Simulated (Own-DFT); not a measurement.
# Computed records: Hf36O71 (tetragonal hafnia with one neutral oxygen vacancy, atoms displaced)

All values are calculated (Own-DFT development build). A calculation, not a measurement: plane-wave PBE and HSE06 DFT by an unreviewed code, no spin, of a simulated cell at Gamma alone, so results move with cell size and shape, stress positive in tension, energies less offsets, not probed for a lower state with spin; hafnium file: forces about 75 meV/angstrom off all-electron values; oxygen file: force components 24 meV/angstrom off all-electron in a glass; k mesh not checked against a denser one; forces and stress are PBE's, HSE06 gives the energy alone, and its difference from PBE has offsets of its own; offsets are fitted by least squares, one for each functional and potential file, so energies compare only between cells with the same atoms and settings and are not formation energies; the far tail of each file's local potential was reset to the Coulomb form; each entry is a single point on an unrelaxed cell, so the pressure reflects the starting lattice, taken from the Materials Project, from which strain is counted, and rises with the displacements; printed positions are rounded, which can move forces by about a meV/angstrom; the program is a retired in-house code; no spin-orbit coupling.

Settings shared by all entries: first functional PBE; second functional HSE06; exact exchange share 0.25; screening 0.11 1/bohr; exchange divergence Gygi-Baldereschi; potential files PseudoDojo norm-conserving, scalar-relativistic, made for PBE, standard set; wave cutoff 48 hartree; occupations fixed; k mesh 1 x 1 x 1 centred on Gamma.

(1) Hf36O71 (tetragonal hafnia with one neutral oxygen vacancy, atoms displaced)

```
Hf36O71
1.0
     10.7800     0.0000     0.0000
      0.0000    10.7800     0.0000
      0.0000     0.0000    10.4493
Hf O Hf O Hf O Hf O Hf O Hf O Hf O Hf O Hf O Hf O Hf O Hf O Hf O Hf O Hf O Hf O Hf O Hf O
2 4 2 4 2 4 2 4 2 4 2 4 2 4 2 4 2 4 2 4 2 4 2 4 2 4 2 4 2 4 2 4 2 4 2 3
Direct
  0.99506 0.00888 0.00844
  0.16867 0.16730 0.25552
  0.99887 0.17028 0.14923
  0.16500 0.99411 0.34956
  0.00572 0.16340 0.40051
  0.17073 0.00091 0.09133
  0.99482 0.00827 0.50427
  0.15609 0.16429 0.74867
  0.99671 0.16905 0.65187
  0.16982 0.99977 0.84386
  0.00804 0.17058 0.90568
  0.16042 0.99654 0.59081
  0.99975 0.32818 0.00154
  0.16395 0.49884 0.24540
  0.00127 0.49996 0.15213
  0.15878 0.34017 0.35107
  0.99419 0.49655 0.40309
  0.16237 0.33006 0.10239
  0.00288 0.33296 0.49854
  0.17001 0.50103 0.74826
  0.00063 0.49855 0.64793
  0.16426 0.33463 0.84418
  0.99951 0.49038 0.89881
  0.16850 0.33782 0.59353
  0.00881 0.65600 0.99576
  0.16724 0.83404 0.25177
  0.00746 0.83359 0.14602
  0.16855 0.65468 0.34632
  0.00179 0.83532 0.39579
  0.17836 0.66904 0.09786
  0.00532 0.67155 0.50397
  0.16318 0.83387 0.75158
  0.98728 0.82848 0.64325
  0.17069 0.66555 0.85511
  0.00712 0.84121 0.89889
  0.16821 0.66440 0.60186
  0.33316 0.00348 0.99977
  0.49415 0.16923 0.25407
  0.33522 0.16833 0.15993
  0.50359 0.99720 0.35003
  0.33614 0.16891 0.39656
  0.49804 0.00449 0.09704
  0.33167 0.00363 0.51354
  0.50363 0.15859 0.75078
  0.32986 0.16493 0.64854
  0.49670 0.00562 0.84838
  0.34228 0.17111 0.90020
  0.50025 0.00306 0.60536
  0.33696 0.34263 0.00016
  0.50329 0.49614 0.25373
  0.33442 0.50455 0.15256
  0.49686 0.33982 0.34595
  0.33220 0.49724 0.40164
  0.49449 0.33051 0.10246
  0.32574 0.33301 0.50174
  0.50427 0.50183 0.73900
  0.33044 0.49639 0.64902
  0.50445 0.33519 0.85039
  0.32694 0.49632 0.89464
  0.50188 0.33093 0.59865
  0.33596 0.66553 0.00632
  0.50924 0.83791 0.25656
  0.33398 0.83154 0.14751
  0.50289 0.66724 0.34608
  0.33250 0.83844 0.40699
  0.50250 0.65683 0.09285
  0.33137 0.66756 0.49506
  0.49135 0.83392 0.74986
  0.32616 0.84322 0.65376
  0.50042 0.66784 0.85399
  0.33097 0.83605 0.90031
  0.50079 0.66921 0.59487
  0.65927 0.99543 0.00348
  0.83666 0.17093 0.25328
  0.66347 0.16774 0.15990
  0.83315 0.99521 0.34649
  0.66531 0.15929 0.40058
  0.83260 0.00156 0.09515
  0.66512 0.99237 0.50149
  0.83706 0.17277 0.74447
  0.67096 0.17203 0.65447
  0.83871 0.99822 0.85129
  0.66434 0.16106 0.89930
  0.83427 0.99677 0.60336
  0.67109 0.32831 0.99524
  0.82989 0.49836 0.25094
  0.66416 0.49889 0.15309
  0.83343 0.33005 0.35377
  0.66381 0.49668 0.41098
  0.82567 0.33942 0.09732
  0.65939 0.33574 0.50878
  0.83794 0.49865 0.75404
  0.66524 0.49980 0.65433
  0.83510 0.33525 0.84640
  0.66301 0.50263 0.90132
  0.83013 0.33969 0.60036
  0.66937 0.66703 0.00454
  0.82954 0.83417 0.25842
  0.66629 0.83038 0.15092
  0.83596 0.66162 0.34375
  0.67010 0.82938 0.40216
  0.82972 0.67199 0.10327
  0.65950 0.66094 0.49708
  0.83349 0.83991 0.75435
  0.65692 0.83904 0.65775
  0.66758 0.84035 0.90128
  0.82920 0.66441 0.60494
```

The calculation gives: PBE energy of cell above offsets -97.799 eV; HSE06 less PBE above offsets 0.004 eV; PBE pressure 1.63 GPa; PBE stress xx -2.43 GPa; PBE stress yy -0.8 GPa; PBE stress zz -1.66 GPa; PBE stress yz -0.28 GPa; PBE stress xz 0.78 GPa; PBE stress xy -0.03 GPa.

Force:
```tsv
element	x (eV/Å)	y (eV/Å)	z (eV/Å)
Hf	0.669	-2.338	-0.889
Hf	0.407	-0.319	-0.639
O	-0.046	-0.204	0.577
O	0.289	1.65	-0.519
O	-0.312	0.701	-0.055
O	-0.792	0.647	0.972
Hf	0.126	-2.505	-1.349
Hf	2.619	0.535	1.387
O	0.516	-0.068	-1.036
O	0.04	0.973	-0.631
O	-0.347	-0.704	-1.145
O	-0.317	0.471	1.181
Hf	0.358	0.974	0.542
Hf	0.766	-0.218	0.094
O	-0.861	0.426	-0.656
O	0.449	-1.554	-0.023
O	0.029	0.57	0.165
O	0.877	0.178	-0.46
Hf	-1.134	1.755	-0.298
Hf	-0.229	-0.153	0.553
O	0.237	0.025	0.665
O	-0.199	-0.8	-0.274
O	-0.322	1.208	0.254
O	-1.229	-0.685	0.812
Hf	-0.664	2.134	0.524
Hf	-0.08	-0.507	-0.912
O	-0.89	0.107	0.836
O	-0.104	2.197	0.888
O	-0.106	-0.451	0.838
O	-2.461	-0.678	0.515
Hf	-1.838	-0.617	-0.408
Hf	-1.101	-0.346	1.056
O	2.033	0.035	0.542
O	-0.828	-0.039	-0.813
O	-0.395	-1.204	0.069
O	0.307	0.566	-0.177
Hf	-0.008	-0.128	-0.669
Hf	1.398	0.212	-0.154
O	-1.386	-0.304	-0.69
O	0.008	0.212	0.564
O	-0.602	-0.326	1.038
O	-0.018	-0.376	0.703
Hf	0.024	-0.026	-1.507
Hf	-0.714	2.258	0.489
O	-0.412	-0.168	0.2
O	0.118	-2.107	0.449
O	-0.655	0.089	0.661
O	-0.006	0.209	-0.625
Hf	-0.083	-1.27	-0.495
Hf	-0.888	0.977	-1.532
O	-0.124	-0.69	-0.158
O	0.448	-1.69	1.084
O	0.337	0.543	0.387
O	1.154	0.266	-0.393
Hf	1.693	0.373	-0.574
Hf	-1.095	-0.342	2.888
O	1	0.294	-0.352
O	0.08	0.213	-0.797
O	0.21	0.763	0.606
O	-1.683	0.256	0.206
Hf	1.122	0.5	-1.361
Hf	-2.056	-0.66	-1.364
O	1.051	0.203	1.162
O	-0.046	0.128	0.441
O	0.125	-0.914	0.116
O	0.122	0.476	0.855
Hf	-0.212	-0.512	-0.41
Hf	0.519	-0.325	1.422
O	0.733	-0.291	-0.415
O	-0.312	0.076	-1.733
O	0.221	-0.16	0.009
O	-1.352	-0.14	0.43
Hf	1.06	1.022	-0.264
Hf	-1.987	-0.761	-0.209
O	0.917	0.203	-0.544
O	0.106	1.618	0.81
O	0.007	0.797	1.319
O	-0.788	0.019	0.903
Hf	0.063	1.242	0.214
Hf	-2.236	-0.872	1.334
O	-0.076	-0.316	-0.251
O	0.339	1.842	-0.452
O	0.427	0.346	0.458
O	-0.767	0.617	-0.423
Hf	-2.47	0.385	-0.11
Hf	0.718	0.03	-0.107
O	0.555	-0.026	0.483
O	0.113	0.162	-0.593
O	0.071	0.245	-1.208
O	1.791	-0.506	0.346
Hf	1.608	-1.825	-0.991
Hf	-0.087	1.705	-0.887
O	0.608	-0.081	-0.591
O	-0.362	-1.203	0.628
O	1.139	-0.261	0.218
O	0.685	-0.611	-0.032
Hf	-0.486	-0.091	-0.949
Hf	1.911	-1.491	-1.912
O	-0.255	0.665	0.394
O	-0.497	0.687	0.785
O	-0.02	0.05	-0.173
O	1.308	-0.667	-1.086
Hf	2.04	0.47	1.11
Hf	-0.537	-1.366	0.159
O	1.06	0.088	-0.551
O	0.141	-1.342	0.258
O	-0.271	-0.153	-0.759
```

(2) Hf36O71 (tetragonal hafnia with one neutral oxygen vacancy, atoms displaced)

```
Hf36O71
1.0
     10.7800     0.0000     0.0000
      0.0000    10.7800     0.0000
      0.0000     0.0000    10.4493
Hf O Hf O Hf O Hf O Hf O Hf O Hf O Hf O Hf O Hf O Hf O Hf O Hf O Hf O Hf O Hf O Hf O Hf O
2 4 2 4 2 4 2 4 2 4 2 4 2 4 2 4 2 4 2 4 2 4 2 4 2 4 2 3 2 4 2 4 2 4 2 4
Direct
  0.99263 0.01216 0.99687
  0.16861 0.16884 0.25144
  0.99412 0.15284 0.14664
  0.17054 0.00246 0.35730
  0.00304 0.16545 0.40085
  0.15665 0.99817 0.10427
  0.99805 0.99974 0.51035
  0.15638 0.16671 0.76025
  0.01071 0.17896 0.65213
  0.15827 0.99718 0.83673
  0.99863 0.17475 0.90230
  0.17186 0.00779 0.59415
  0.99686 0.34603 0.00920
  0.17174 0.50028 0.25360
  0.01383 0.49857 0.15567
  0.17063 0.33045 0.34385
  0.00384 0.50086 0.40364
  0.16783 0.32648 0.10374
  0.99307 0.33637 0.49759
  0.16085 0.49624 0.74361
  0.01065 0.49096 0.66279
  0.16387 0.33227 0.84524
  0.00602 0.48264 0.89616
  0.16420 0.33767 0.60120
  0.00357 0.66641 0.00695
  0.16229 0.83458 0.24382
  0.99660 0.84115 0.14952
  0.17083 0.66481 0.35586
  0.01193 0.83704 0.40238
  0.18111 0.67506 0.10112
  0.98900 0.67622 0.50668
  0.16462 0.82906 0.75842
  0.00833 0.82705 0.65236
  0.16484 0.65095 0.84223
  0.99879 0.84451 0.91065
  0.16365 0.66566 0.60407
  0.35191 0.99634 0.99099
  0.50050 0.16601 0.23828
  0.35125 0.16443 0.14736
  0.49711 0.00058 0.34839
  0.33364 0.15711 0.40448
  0.51314 0.01005 0.10542
  0.33298 0.98892 0.50033
  0.49019 0.17315 0.75373
  0.33186 0.15775 0.66561
  0.49768 0.00865 0.85546
  0.33045 0.16789 0.90853
  0.50694 0.00696 0.60204
  0.34264 0.33451 0.99722
  0.50436 0.49979 0.23656
  0.33475 0.50488 0.15312
  0.50692 0.32505 0.34604
  0.32716 0.49048 0.39480
  0.50009 0.32612 0.09264
  0.32959 0.33741 0.50177
  0.50528 0.50238 0.75563
  0.33743 0.49481 0.65713
  0.48622 0.33271 0.84365
  0.34122 0.49661 0.90752
  0.49152 0.32571 0.58750
  0.33003 0.65854 0.99987
  0.49745 0.83601 0.24601
  0.31969 0.81590 0.16140
  0.50190 0.68114 0.35041
  0.33393 0.82981 0.39837
  0.51159 0.68076 0.10681
  0.32972 0.66951 0.49759
  0.49651 0.81532 0.76115
  0.34403 0.82356 0.64561
  0.49981 0.66803 0.85362
  0.34132 0.83183 0.88691
  0.48544 0.65981 0.59437
  0.67567 0.99367 0.99407
  0.84577 0.17968 0.25180
  0.67247 0.16819 0.16813
  0.84602 0.01417 0.34855
  0.66450 0.17233 0.40302
  0.82600 0.99788 0.10354
  0.65559 0.00169 0.49590
  0.83843 0.17585 0.75285
  0.67999 0.17151 0.66352
  0.66373 0.17366 0.89682
  0.83636 0.00320 0.60550
  0.66055 0.32160 0.00917
  0.83424 0.48191 0.23293
  0.67170 0.49740 0.15449
  0.83433 0.33014 0.34654
  0.67265 0.49360 0.41298
  0.83708 0.34190 0.09624
  0.66341 0.33435 0.49092
  0.83172 0.50122 0.75640
  0.67211 0.49391 0.65568
  0.82501 0.32719 0.84574
  0.65913 0.50729 0.91070
  0.84427 0.32236 0.60108
  0.66619 0.67173 0.00653
  0.83704 0.81973 0.25666
  0.66297 0.83981 0.14282
  0.83135 0.65553 0.35323
  0.65942 0.82526 0.39622
  0.82720 0.66562 0.09666
  0.67687 0.67906 0.49905
  0.83691 0.83046 0.75317
  0.66322 0.82917 0.65322
  0.83208 0.67189 0.84817
  0.66687 0.83363 0.90104
  0.83339 0.66458 0.59345
```

The calculation gives: PBE energy of cell above offsets -88.363 eV; HSE06 less PBE above offsets 0.584 eV; PBE pressure 5.15 GPa; PBE stress xx -5.99 GPa; PBE stress yy -4.71 GPa; PBE stress zz -4.74 GPa; PBE stress yz -0.09 GPa; PBE stress xz 0.03 GPa; PBE stress xy -0.01 GPa.

Force:
```tsv
element	x (eV/Å)	y (eV/Å)	z (eV/Å)
Hf	0.336	-0.157	1.743
Hf	0.778	-1.978	0.41
O	1.001	1.668	0.24
O	-0.084	-0.756	-1.629
O	0.161	1.21	0.055
O	1.965	0.037	-1.151
Hf	1.042	1.53	-1.691
Hf	2.28	0.716	-1.7
O	-1.899	-1.289	-0.272
O	0.267	-0.426	1.653
O	-0.326	-0.003	0.196
O	-1.181	-1.199	0.792
Hf	3.79	-3.405	-1.42
Hf	1.169	-0.23	2.735
O	-2.497	0.754	-1.752
O	-0.376	0.521	0.159
O	-0.378	0.334	0.113
O	0.194	0.203	-0.858
Hf	2.641	-0.799	0.675
Hf	3.991	-2.246	0.029
O	-5.88	0.97	-2.199
O	0.902	0.472	1.21
O	-1.406	3.884	0.852
O	0.608	-0.015	-1.265
Hf	0.348	1.099	-0.857
Hf	-0.567	1.797	2.66
O	-0.893	-2.399	0.37
O	-0.461	0.052	-1.457
O	-1.875	-1.052	0.26
O	-4.362	-1.304	-0.865
Hf	4.671	-1.429	-2.031
Hf	1.462	-0.26	-1.699
O	-1.857	0.251	0.394
O	-0.16	3.191	2.979
O	-0.034	-3.033	-1.012
O	-0.046	0.089	-0.605
Hf	-0.878	1.841	1.229
Hf	1.19	-0.935	4.373
O	-4.276	0.038	-0.961
O	0.884	-0.523	0.104
O	-0.155	1.605	0.033
O	-1.486	-1.437	-1.617
Hf	0.065	1.82	-0.102
Hf	1.459	-1.767	-2.268
O	-0.819	0.491	-0.209
O	-0.224	-1.74	0.152
O	0.073	-0.849	0.134
O	-0.562	-0.114	-0.335
Hf	-3.304	-1.49	-0.293
Hf	-0.986	0.446	4.079
O	1.066	0.007	-1.189
O	-0.191	2.546	-1.465
O	0.901	1.511	0.213
O	0.465	1.333	1.193
Hf	-0.97	-1.722	-0.106
Hf	-0.982	-0.558	-1.938
O	-0.109	-0.102	0.131
O	0.781	1.336	1.093
O	0.133	1.156	0.039
O	2.076	0.074	1.18
Hf	1.582	0.785	-0.033
Hf	-0.374	0.21	0.841
O	4.268	1.569	-2.084
O	-0.147	-3.336	-0.735
O	-0.155	0.445	0.144
O	-2.177	-1.797	-0.918
Hf	-1.004	-0.601	-0.326
Hf	0.335	4.124	-3.608
O	-1.761	0.839	0.693
O	0.172	-2.495	1.414
O	-1.094	-0.48	1.957
O	3.85	-0.338	1.386
Hf	-0.221	1.238	0.864
Hf	-1.134	-5.424	0.39
O	0.988	1.787	-2.506
O	-0.805	-2.658	0.097
O	0.439	-1.815	0.706
O	0.853	0.063	-1.625
Hf	0.969	1.562	0.242
Hf	0.066	-2.216	-1.742
O	-2.382	-0.031	-0.946
O	0.118	-0.953	2.074
O	-0.398	-1.163	0.166
Hf	1.914	0.031	-2.259
Hf	1.051	2.421	3.711
O	-1.273	-0.158	-0.625
O	0.315	2.493	0.721
O	-0.286	2.61	-1.794
O	-1.378	-0.182	0.816
Hf	-0.901	-1.938	2.72
Hf	0.365	-1.689	-0.593
O	-0.328	0.189	0.868
O	-0.039	3.701	1.628
O	0.287	-1.499	-0.163
O	-1.76	1.295	-0.371
Hf	-0.245	0.652	-0.969
Hf	-0.666	3.101	-0.895
O	1.528	-0.652	1.069
O	0.289	1.059	-0.748
O	1.687	2.748	-0.398
O	2.479	-0.32	0.846
Hf	-3.778	-2.736	0.063
Hf	-0.693	2.701	-0.467
O	0.996	-0.828	-0.122
O	0.886	-1.534	0.367
O	0.202	-0.549	-0.76
O	-0.117	0.001	2.373
```
